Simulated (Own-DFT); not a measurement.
# Response to strain: diamond silicon, 64 atoms (Si64)

These are calculations, not measurements. The program, named Own-DFT, is a retired in-house plane-wave density functional code that no person has reviewed. Each row is one single-point run on a periodic cell that was not relaxed, without spin or spin-orbit coupling.

Settings of every run: PBE; PseudoDojo norm-conserving scalar-relativistic files; cutoff 20 hartree; 3 x 3 x 3 k mesh centred on Gamma; Fermi-Dirac smearing of 0.1 eV.

Known limits: k mesh not checked against a denser one; stress not checked against mesh or cutoff.

Unstrained cell vectors in Å: (10.862, 0.000, 0.000); (0.000, 10.862, 0.000); (0.000, 0.000, 10.862). The unstrained cell has measured lattice constants (interpolated for alloys), not those of this functional. That, the random moves and any unrelaxed bonds set the pressure at no strain. Each run strains this cell uniformly, with the atoms carried along. Every atom was also moved at random, by a Gaussian of width 0.05 Å on each axis. Strain is the symmetric tensor, in per cent. Stress is positive in tension, and the pressure is minus a third of its trace.

| run | e_xx (%) | e_yy (%) | e_zz (%) | e_yz (%) | e_xz (%) | e_xy (%) | s_xx (GPa) | s_yy (GPa) | s_zz (GPa) | s_yz (GPa) | s_xz (GPa) | s_xy (GPa) | P (GPa) | E (meV/atom) |
|---|---|---|---|---|---|---|---|---|---|---|---|---|---|---|
| 1 | -1.27 | 0.65 | -0.54 | -0.12 | -0.99 | 1.68 | -4.68 | -2.94 | -4.15 | -0.53 | -1.89 | 3.94 | 3.92 | 18.6 |
| 2 | -0.25 | -1.53 | -0.39 | 0.42 | -1.25 | 0.52 | -4.10 | -5.33 | -4.37 | 1.21 | -1.80 | -0.41 | 4.60 | 7.8 |
| 3 | 0.34 | -0.84 | -1.05 | -0.58 | 0.95 | -1.61 | -3.45 | -4.52 | -4.70 | -1.23 | 0.91 | -3.31 | 4.22 | 22.3 |
| 4 | -1.90 | 1.81 | -0.69 | 0.32 | 0.01 | 0.65 | -4.97 | -1.71 | -3.90 | 1.10 | -0.36 | 2.03 | 3.53 | 22.4 |
| 5 | -0.60 | 1.60 | 1.06 | 1.21 | -0.58 | -1.92 | -1.96 | -0.01 | -0.61 | 2.33 | -0.73 | -3.63 | 0.86 | 17.2 |
| 6 | 0.71 | 1.99 | 1.04 | 1.41 | -0.06 | -0.53 | 0.26 | 1.54 | 0.58 | 2.35 | -0.85 | -0.94 | -0.79 | 2.0 |
| 7 | -0.11 | -1.33 | -0.35 | -1.92 | -1.62 | 0.63 | -4.60 | -5.64 | -4.64 | -4.46 | -4.27 | 1.68 | 4.96 | 43.9 |
| 8 | 1.17 | 1.05 | 1.79 | -1.75 | 0.66 | -0.30 | 0.80 | 0.74 | 1.22 | -3.48 | 1.32 | -0.08 | -0.92 | 5.6 |
| 9 | -0.64 | -0.23 | -1.20 | -0.47 | -0.50 | 0.98 | -4.73 | -4.35 | -5.19 | -0.70 | -1.52 | 2.28 | 4.76 | 19.8 |
| 10 | 0.29 | -0.75 | 1.21 | 1.56 | -1.30 | 0.02 | -1.89 | -2.95 | -1.16 | 3.25 | -3.15 | 0.16 | 2.00 | 12.1 |
| 11 | 1.39 | 1.66 | -0.32 | -1.75 | -1.98 | -1.14 | 0.05 | 0.37 | -1.20 | -3.92 | -3.28 | -2.08 | 0.26 | 21.3 |
| 12 | 0.65 | 1.07 | 0.43 | 0.16 | 0.89 | 0.48 | -0.57 | -0.12 | -0.76 | 0.98 | 1.84 | 0.45 | 0.48 | 0.9 |
| 13 | -1.85 | 1.37 | -0.83 | 1.36 | -1.67 | 1.49 | -5.37 | -2.43 | -4.55 | 2.51 | -3.20 | 4.32 | 4.11 | 30.9 |
| 14 | 0.62 | -0.78 | -1.87 | 0.91 | 1.83 | 0.45 | -3.79 | -5.04 | -6.00 | 1.58 | 5.29 | 0.72 | 4.95 | 33.3 |
| 15 | -0.09 | 1.64 | -0.24 | -0.35 | -1.86 | -1.27 | -2.07 | -0.42 | -2.18 | -1.36 | -3.59 | -2.70 | 1.56 | 19.9 |
| 16 | 1.37 | -1.50 | -0.03 | 0.97 | -0.60 | -0.34 | -1.54 | -4.08 | -2.84 | 2.61 | -1.85 | -0.67 | 2.82 | 15.6 |
| 17 | 1.50 | 1.78 | 0.22 | -0.69 | -0.37 | 1.19 | 0.96 | 1.17 | -0.17 | -0.51 | -0.64 | 2.31 | -0.65 | 0.0 |
| 18 | -0.36 | -1.87 | 1.41 | -0.52 | -1.51 | 0.51 | ? | ? | ? | ? | ? | ? | ? | ? |

E is the free energy for each atom above the lowest run shown.

## Worked fit

Each stress component was fitted by least squares to a constant and the strains of the runs shown, as fractions, with shears doubled. Shear strains stay in the fit of a normal stress only where such slopes are resolved. The slopes, in GPa:

```
stress  at no strain  per e_xx  per e_yy  per e_zz  scatter
  s_xx          -2.8   153 ± 5    64 ± 4    72 ± 6     0.21
  s_yy          -2.8    66 ± 5   156 ± 4    70 ± 6     0.19
  s_zz          -2.8    70 ± 4    67 ± 3   154 ± 5     0.17
```

Each shear stress against twice its own strain: yz 104 ± 6, xz 101 ± 9, xy 104 ± 8 GPa. These are stiffnesses along x, y and z of the frame in which the cell vectors are given, which need not be the crystal's axes. The atoms are held to the strained lattice; where symmetry lets them move under strain, relaxing them would lower some slopes. The table should be nearly symmetric about its diagonal, and what it lacks of that shows the noise. A ninth of its sum, 97 ± 2 GPa, estimates the bulk modulus near the mean pressure of these runs, 2.4 GPa, so it lies above the value at zero pressure.

## Withheld run

Question: what normal stresses and pressure should run 18 give?

The fit gives s_xx = -3.5, s_yy = -5.0, s_zz = -2.2 and P = 3.5 GPa. The calculation gave -3.89, -5.02, -1.99 and P = 3.63 GPa.
